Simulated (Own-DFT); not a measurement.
Simulation results for Al$_{2}$GaN$_{3}$ (wurtzite random alloy, strained, atoms displaced), Al$_{3}$GaN$_{4}$ (wurtzite random alloy, strained, atoms displaced)

All values are calculated (Own-DFT development build). A calculation, not a measurement: plane-wave PBE density functional theory by an unreviewed code, no spin, of a simulated periodic cell, stress positive in tension, free energy of the whole cell less one offset for each atom, forces on such cells passed a denser k mesh, this cell's mesh not checked; offsets are fitted by least squares, one for each functional and potential file, so energies compare only between cells with the same atoms and settings and are not formation energies; the far tail of each file's local potential was reset to the Coulomb form; each entry is a single point on an unrelaxed cell, so the pressure reflects the starting lattice, mostly measured values, from which strain is counted, and rises with the displacements; printed positions are rounded, which can move forces by about a meV/angstrom; the program is a retired in-house code; no spin-orbit coupling.

Settings shared by all entries: functional PBE; k mesh 4 x 4 x 3 centred on Gamma.

(1) Al$_{2}$GaN$_{3}$ (wurtzite random alloy, strained, atoms displaced)

```
Al2GaN3
1.0
      9.2012     0.0000     0.0000
     -4.6006     7.9685     0.0000
      0.0000     0.0000    10.0993
Al Ga N Al Ga N Ga Al N Ga N Ga Al N Al N Al N Al Ga N Ga N Al N Al N Al Ga N Al Ga N Al Ga N Al N Al N Al N Al N
1 1 2 1 1 2 1 1 2 2 2 1 1 2 2 2 2 2 1 1 2 2 2 2 2 2 2 1 1 2 1 1 2 1 1 2 2 2 2 2 2 2 2 2
Direct
  0.10921 0.22120 0.99736
  0.22530 0.10431 0.25425
  0.11643 0.22359 0.19756
  0.23078 0.11774 0.44797
  0.10825 0.21646 0.49638
  0.22199 0.11385 0.74418
  0.11563 0.22364 0.68791
  0.21527 0.10728 0.94286
  0.11210 0.55652 0.99719
  0.22356 0.43308 0.24748
  0.10240 0.56225 0.19158
  0.22487 0.44956 0.44397
  0.11691 0.55634 0.49965
  0.22848 0.44189 0.74830
  0.10888 0.54663 0.68175
  0.21521 0.43541 0.93865
  0.10932 0.89082 0.00138
  0.22125 0.78296 0.25678
  0.11586 0.89095 0.19108
  0.22446 0.78200 0.43910
  0.11913 0.88943 0.50185
  0.22537 0.78350 0.74007
  0.10769 0.88683 0.69016
  0.22218 0.77386 0.93271
  0.43852 0.22073 0.99928
  0.56055 0.12157 0.24275
  0.44465 0.21798 0.19411
  0.55533 0.11321 0.44820
  0.43951 0.21683 0.50901
  0.56129 0.12031 0.75166
  0.43730 0.21444 0.69266
  0.56258 0.11146 0.93527
  0.44683 0.55620 0.99364
  0.56110 0.44205 0.24678
  0.43683 0.54677 0.18558
  0.55458 0.44286 0.43507
  0.43842 0.54649 0.50747
  0.55099 0.44230 0.74548
  0.44045 0.55219 0.68678
  0.55867 0.43649 0.93943
  0.44631 0.89446 0.99091
  0.54620 0.77829 0.24910
  0.43667 0.89170 0.18870
  0.55507 0.78241 0.43515
  0.43968 0.88901 0.49935
  0.55751 0.77439 0.74398
  0.44483 0.88012 0.68628
  0.55319 0.78003 0.93901
  0.76439 0.21970 0.99343
  0.87995 0.10412 0.25668
  0.77929 0.22525 0.19703
  0.90014 0.11596 0.44761
  0.78341 0.22682 0.49676
  0.89126 0.11232 0.75237
  0.77665 0.22535 0.69380
  0.87106 0.11209 0.94037
  0.77991 0.55526 0.99692
  0.89076 0.44081 0.25272
  0.78589 0.55609 0.19258
  0.87729 0.44194 0.43432
  0.78351 0.55605 0.50053
  0.88816 0.43641 0.75050
  0.77826 0.55594 0.68840
  0.89069 0.44648 0.94477
  0.79029 0.88945 0.00243
  0.88921 0.77946 0.24800
  0.77242 0.88524 0.18533
  0.87674 0.76864 0.43686
  0.79092 0.89136 0.49934
  0.88614 0.77417 0.75740
  0.77901 0.88714 0.69199
  0.89082 0.78584 0.93954
```

* potential files: PseudoDojo norm-conserving, scalar-relativistic, standard set
* wave cutoff: 42 hartree
* occupations: Fermi-Dirac
* smearing width: 0.05 eV
* free energy of cell above offsets: -10.747 eV
* pressure: 17.27 GPa
* stress xx: -21.86 GPa
* stress yy: -20.47 GPa
* stress zz: -9.48 GPa
* stress yz: -0.26 GPa
* stress xz: 0.65 GPa
* stress xy: -0.06 GPa

Force:
```
element  x (eV/Å)  y (eV/Å)  z (eV/Å)
     Al    -1.297    -0.612     1.375
     Ga    -0.737     1.379      0.82
      N    -0.924    -1.863    -1.973
      N    -1.172    -1.882     -0.31
     Al     1.687     2.411     1.132
     Ga    -0.544    -1.672     1.899
      N    -1.184     -0.52     -1.53
      N     0.469     1.888    -0.703
     Ga     0.387      0.07      1.57
     Al    -1.688     2.913     1.259
      N     2.593    -0.451     0.471
      N     1.383    -2.343    -1.783
     Ga    -1.948    -0.194    -0.747
     Ga    -2.236     0.159     0.939
      N    -1.074     1.311     2.248
      N       0.7     0.143     -0.31
     Ga     1.827    -1.181     0.379
     Al     0.674    -1.141    -1.214
      N    -1.336    -1.581     0.211
      N    -0.404     0.257     0.002
     Al    -2.123    -0.042     0.048
     Al     0.261    -1.734     1.313
      N    -0.155     -0.78    -0.775
      N     0.018     1.784    -0.998
     Al     0.619    -0.663     0.675
     Al     0.515    -2.245     2.296
      N    -0.028     0.342    -2.686
      N     0.319    -0.034    -1.176
     Al     1.742     1.769    -1.261
     Ga     -0.12    -2.365    -0.801
      N     0.804     2.463    -0.801
      N    -3.722    -0.428     1.071
     Ga    -0.365    -0.251     1.064
     Ga    -0.877     0.942     0.686
      N     0.301     1.516     0.228
      N    -0.071    -0.288     2.512
     Al     1.053     1.623    -2.644
     Al     1.135    -0.021     0.644
      N     2.309    -0.302    -0.058
      N    -0.122     0.501    -1.282
     Al    -0.273    -1.394     1.415
     Al     0.431    -0.782    -0.183
      N     0.871     0.623    -0.763
      N     0.656     -0.49     0.927
     Al     1.956     0.537    -0.029
     Ga    -0.213     0.429     1.448
      N      -1.7     1.465    -0.592
      N     1.413     0.627    -0.074
     Al      2.53     2.115     2.501
     Ga     1.032     0.578    -0.518
      N    -0.512    -0.298    -1.982
      N    -2.231    -1.253    -0.414
     Al    -0.911    -0.767     0.952
     Ga    -0.335     -0.16     0.012
      N     1.281     0.104    -2.214
      N     3.188    -0.503     0.938
     Al     -0.01     0.365      1.27
     Al    -0.563      0.95    -0.274
      N    -0.134     0.677    -1.829
      N     1.872    -0.071     0.598
     Al    -1.902    -0.575     0.012
     Al    -0.117     2.203     0.521
      N     0.002    -0.534     0.561
      N    -1.326    -1.161    -1.934
     Al    -3.975      1.01    -0.101
     Al    -0.024    -0.636      0.49
      N     0.338    -0.753     0.397
      N     2.476     1.617    -0.359
     Al    -2.616    -0.588     0.684
     Al     0.247     0.267     -1.38
      N     1.545     -0.01    -1.363
      N     0.334    -2.469    -0.506
```

(2) Al$_{3}$GaN$_{4}$ (wurtzite random alloy, strained, atoms displaced)

```
Al3GaN4
1.0
      9.1354     0.0000     0.0000
     -4.5677     7.9115     0.0000
      0.0000     0.0000    10.0655
Al N Al Ga N Ga Al N Al N Ga Al N Al Ga N Al N Al N Al N Ga Al N Ga Al N Al N Al N Ga Al N Al Ga N Al N Al N Ga Al N
2 2 1 1 2 1 1 2 2 2 1 1 2 1 1 2 2 2 2 2 2 2 1 1 2 1 1 2 2 2 2 2 1 1 2 1 1 2 2 2 2 2 1 1 2
Direct
  0.10691 0.21768 0.00131
  0.22020 0.11256 0.24875
  0.10292 0.21443 0.18663
  0.23547 0.11145 0.43999
  0.10354 0.21154 0.50245
  0.22452 0.11195 0.73798
  0.10850 0.23668 0.69156
  0.21888 0.09548 0.93934
  0.10233 0.54488 0.99064
  0.22551 0.44736 0.24729
  0.10540 0.55590 0.19926
  0.22222 0.44529 0.44475
  0.11833 0.55364 0.50099
  0.21206 0.44069 0.76039
  0.10457 0.54911 0.69546
  0.21950 0.43135 0.94202
  0.11174 0.89838 0.99782
  0.21474 0.78052 0.24722
  0.09802 0.89345 0.19693
  0.20779 0.77152 0.44248
  0.10646 0.89476 0.49633
  0.23370 0.78587 0.74771
  0.11725 0.89262 0.69886
  0.22819 0.78668 0.93809
  0.43740 0.22141 0.99837
  0.55609 0.11271 0.25078
  0.44096 0.22187 0.18909
  0.54719 0.11041 0.43764
  0.44966 0.21601 0.49328
  0.55440 0.10554 0.75447
  0.44837 0.21480 0.69592
  0.55681 0.10389 0.94930
  0.44449 0.54998 0.00102
  0.55247 0.44850 0.24606
  0.43997 0.55465 0.18855
  0.55251 0.44643 0.43529
  0.44379 0.55445 0.49704
  0.55408 0.44405 0.75512
  0.44105 0.56036 0.69119
  0.55298 0.44811 0.94547
  0.44243 0.89166 0.99634
  0.55039 0.77068 0.24491
  0.44295 0.90071 0.19057
  0.55271 0.77779 0.44228
  0.44180 0.88533 0.50019
  0.54535 0.77893 0.74728
  0.44352 0.89520 0.68892
  0.55423 0.77385 0.94286
  0.77619 0.21528 0.99998
  0.88417 0.10394 0.24896
  0.77615 0.21964 0.18992
  0.89352 0.10472 0.43998
  0.77187 0.21696 0.49914
  0.89229 0.11520 0.73899
  0.78204 0.22198 0.69065
  0.88497 0.10338 0.93925
  0.77077 0.54646 0.99294
  0.88303 0.44141 0.24395
  0.78817 0.55791 0.19721
  0.87904 0.43975 0.43734
  0.77926 0.55697 0.50625
  0.88314 0.43978 0.74149
  0.78090 0.56482 0.69581
  0.89049 0.44802 0.95049
  0.77404 0.89465 0.99838
  0.88853 0.77276 0.25853
  0.77555 0.88476 0.19082
  0.88782 0.78085 0.43833
  0.77664 0.88255 0.50419
  0.88616 0.78109 0.74566
  0.78155 0.89951 0.69099
  0.89530 0.78339 0.93903
```

- potential files: PseudoDojo norm-conserving, scalar-relativistic, standard set with the stringent files for Ga
- wave cutoff: 96 hartree
- occupations: Gaussian
- smearing width: 0.01 eV
- free energy of cell above offsets: -18.126 eV
- pressure: 20.37 GPa
- stress xx: -25.46 GPa
- stress yy: -27.86 GPa
- stress zz: -7.8 GPa
- stress yz: -0.5 GPa
- stress xz: 0.18 GPa
- stress xy: -0.95 GPa

Force:
```
element  x (eV/Å)  y (eV/Å)  z (eV/Å)
     Al     0.522    -1.705    -0.025
     Al     0.134     0.077     0.507
      N     0.389     1.526      0.45
      N    -2.801     0.234    -0.133
     Al     1.633      2.35    -0.178
     Ga    -1.342     1.263     2.155
      N     1.614    -2.086    -1.571
      N    -0.698     7.539    -1.793
     Ga     2.437     3.212     2.433
     Al    -1.892    -1.202     1.057
      N     2.548     0.721    -1.659
      N    -0.292    -2.233    -1.972
     Al    -2.583    -0.266      0.36
     Al     1.314     1.796    -0.968
      N     0.294      0.68    -0.938
      N     0.607     0.964     -0.09
     Ga      0.31    -5.179     2.772
     Al     0.253     0.236      0.64
      N     2.252    -0.136    -0.442
      N     1.294     0.967    -0.198
     Al     1.524    -1.074     1.144
     Ga    -2.363    -2.412     1.264
      N    -2.435    -1.719    -3.328
      N    -0.922    -2.439    -0.149
     Al     1.071    -0.753     0.728
     Al    -0.384     0.641    -0.202
      N       0.1     0.684    -0.405
      N     2.411    -2.175    -0.809
     Al    -1.893     2.889      1.97
     Al     0.909     1.193     0.992
      N     0.562     2.554     -1.54
      N    -1.057     4.166    -2.801
     Al    -1.867     1.457     0.311
     Al     1.731    -0.518     0.632
      N     0.409    -0.168    -0.749
      N     2.132     -0.97     0.178
     Ga    -0.193    -0.169     1.519
     Al    -0.679     0.261    -0.691
      N     0.388    -1.203     1.066
      N     0.906    -1.864    -1.467
     Ga     0.968    -2.192     2.452
     Al    -0.687     2.258     0.806
      N     0.499     -2.57     0.669
      N    -0.519     0.682     -1.62
     Al    -1.328     0.199    -0.651
     Al     1.942     0.127      1.16
      N      2.64     0.433    -1.671
      N    -0.006    -0.623    -1.342
     Al     0.327     0.811     0.744
     Al    -0.158     0.292     0.437
      N     0.268    -1.607    -0.625
      N    -1.124     0.525    -1.064
     Ga     0.737     0.208     -0.22
     Al    -0.156    -0.244     2.686
      N    -1.904    -0.499     0.331
      N    -0.017       2.2    -1.311
     Al     0.606     3.181     2.034
     Ga     1.529    -1.102     1.976
      N    -4.726     0.673    -2.629
      N     1.119     1.107     1.551
     Al    -0.455    -0.348    -1.106
     Al      0.01     1.093     1.684
      N    -0.441     -1.92    -0.955
      N    -2.641    -3.448    -3.094
     Al     1.634     -2.34     0.931
     Al    -1.456     0.326    -1.447
      N    -0.418    -0.614    -0.333
      N     1.282    -1.534     0.983
     Ga    -1.379     0.489    -0.125
     Al     0.883     1.349     2.204
      N    -0.608    -1.941     0.436
      N    -2.763    -2.107    -0.962
```

(3) Al$_{3}$GaN$_{4}$ (wurtzite random alloy, strained, atoms displaced)

```
Al3GaN4
1.0
      9.1354     0.0000     0.0000
     -4.5677     7.9115     0.0000
      0.0000     0.0000    10.0655
Al N Ga Al N Ga Al N Al N Al Ga N Al N Al N Al N Ga Al N Al N Al N Al N Ga Al N Ga Al N Ga Al N Al N Ga N Al N
2 2 1 1 2 1 1 2 2 2 1 1 2 2 2 2 2 2 2 1 1 2 2 2 2 2 2 2 1 1 2 1 1 2 1 1 2 2 2 2 2 2 2
Direct
  0.11017 0.21560 0.00466
  0.22308 0.10580 0.24857
  0.11628 0.22008 0.19690
  0.23078 0.11150 0.44396
  0.10522 0.21541 0.50540
  0.22482 0.11105 0.74395
  0.11123 0.23865 0.67842
  0.23964 0.12886 0.94645
  0.10883 0.55290 0.00280
  0.22287 0.45034 0.25029
  0.11281 0.55638 0.19307
  0.22598 0.45055 0.44263
  0.11231 0.56307 0.49521
  0.22314 0.44635 0.74898
  0.11558 0.54962 0.69521
  0.22214 0.44448 0.93957
  0.11777 0.89623 0.00213
  0.21359 0.77112 0.25195
  0.10502 0.88201 0.18832
  0.22754 0.77204 0.43576
  0.10460 0.89280 0.50185
  0.22105 0.76859 0.75112
  0.10437 0.88365 0.68299
  0.22285 0.76931 0.94282
  0.45071 0.22332 0.00415
  0.55544 0.12817 0.25701
  0.45266 0.22934 0.19339
  0.55658 0.11646 0.44483
  0.43870 0.21900 0.50102
  0.55105 0.11431 0.75128
  0.45211 0.23807 0.70003
  0.55531 0.11517 0.93942
  0.43693 0.54617 0.00203
  0.54166 0.44061 0.23646
  0.43910 0.55641 0.19383
  0.56889 0.45014 0.43676
  0.44241 0.54095 0.50486
  0.56327 0.45100 0.75495
  0.43861 0.54689 0.69147
  0.55220 0.45253 0.94368
  0.43173 0.89003 0.00520
  0.55277 0.77437 0.25308
  0.45513 0.90146 0.19316
  0.56008 0.78315 0.44394
  0.44961 0.88574 0.50011
  0.55771 0.77951 0.74946
  0.44447 0.89409 0.69047
  0.56577 0.78821 0.93964
  0.77827 0.21847 0.99801
  0.89432 0.11740 0.25079
  0.77957 0.21608 0.19960
  0.87530 0.10303 0.43903
  0.77710 0.22276 0.49849
  0.89795 0.11056 0.74762
  0.77748 0.21488 0.69678
  0.87266 0.10398 0.94122
  0.78177 0.55311 0.99580
  0.88569 0.45238 0.25115
  0.78099 0.55189 0.18489
  0.88483 0.44271 0.43712
  0.78289 0.55681 0.50438
  0.88742 0.43554 0.75376
  0.77486 0.55426 0.69112
  0.88466 0.43423 0.93094
  0.77899 0.89429 0.00474
  0.90020 0.77892 0.25188
  0.78971 0.89203 0.18612
  0.89010 0.77855 0.44229
  0.77485 0.87853 0.50169
  0.88267 0.77289 0.74602
  0.78158 0.89020 0.68472
  0.88753 0.78349 0.94337
```

* potential files: PseudoDojo norm-conserving, scalar-relativistic, standard set with the stringent files for Ga
* wave cutoff: 96 hartree
* occupations: Gaussian
* smearing width: 0.01 eV
* free energy of cell above offsets: -18.427 eV
* pressure: 19.87 GPa
* stress xx: -25.51 GPa
* stress yy: -22.67 GPa
* stress zz: -11.44 GPa
* stress yz: -0.8 GPa
* stress xz: -0.47 GPa
* stress xy: 0.99 GPa

Force:
```
element  x (eV/Å)  y (eV/Å)  z (eV/Å)
     Al    -1.389     0.921     0.015
     Al     0.189     0.401     0.879
      N     -0.22     0.815    -1.078
      N    -1.581    -1.165     -1.65
     Ga    -0.716     0.762    -3.639
     Al    -0.569     0.722      0.89
      N     1.692    -2.593     4.413
      N     -1.52    -2.808    -1.514
     Ga    -0.305    -1.145     0.269
     Al      0.12    -1.431     1.543
      N    -1.011    -1.983      -0.6
      N      -0.3    -0.545     -1.11
     Al     0.469    -2.249      1.53
     Al      0.83     -0.12     1.254
      N    -2.548     1.011    -1.628
      N    -0.914    -2.327    -0.824
     Al    -0.614    -0.829    -0.881
     Ga     2.138     2.035     0.017
      N     2.561      3.11    -1.491
      N    -1.578     2.204     1.647
     Al     2.318    -0.803    -0.485
     Al    -0.338      1.03    -0.032
      N     0.896     0.633     1.627
      N    -2.091     2.195    -1.363
     Al     0.511     1.561    -0.086
     Al     3.236     -2.38     0.659
      N    -2.304    -1.598    -1.687
      N    -1.637      -1.5    -0.655
     Al     2.344     2.307      1.21
     Al     1.161    -0.113     0.237
      N    -0.466    -2.368    -1.979
      N    -1.128    -1.202    -0.249
     Ga    -0.924      3.52     0.466
     Al     2.475     2.583     2.699
      N    -0.037     0.362    -0.307
      N    -1.529    -1.232    -0.467
     Al    -0.066     1.794    -0.454
     Al    -1.484     0.319     0.752
      N     1.039     1.669    -0.107
      N     2.903    -2.463    -1.127
     Al     3.573     0.703     0.154
     Al      0.86     1.986     0.091
      N    -0.834     -0.49    -0.276
      N     0.369    -2.357    -0.804
     Al    -1.252     1.136     0.397
     Al    -0.275    -0.015      0.55
      N    -0.082    -0.826     -0.28
      N    -3.216    -1.614     -0.81
     Ga    -1.784      0.34     2.389
     Al     0.296     -1.81     0.928
      N    -1.602     2.214    -1.037
      N     2.315    -0.737    -0.633
     Ga     0.152    -0.024     1.679
     Al      -1.6    -0.199     0.736
      N    -0.552     0.369    -0.478
      N     5.049     2.025     -2.49
     Ga    -0.568     0.866     0.423
     Al     1.848     -2.38     0.429
      N    -2.156     -0.01     0.276
      N     0.875      2.13     0.081
     Al     -0.39    -0.357    -0.269
     Al     0.108     0.541    -1.814
      N     1.566    -0.184    -0.224
      N     0.202     1.425     0.867
     Ga     0.116    -1.606     0.451
     Ga    -3.719    -1.635     0.585
      N    -1.693    -0.084     2.674
      N     0.495    -0.556     0.102
     Al    -0.725     1.555    -0.356
     Al     0.378     0.797     1.589
      N     -0.13    -0.361     0.556
      N     2.762     0.056    -2.174
```
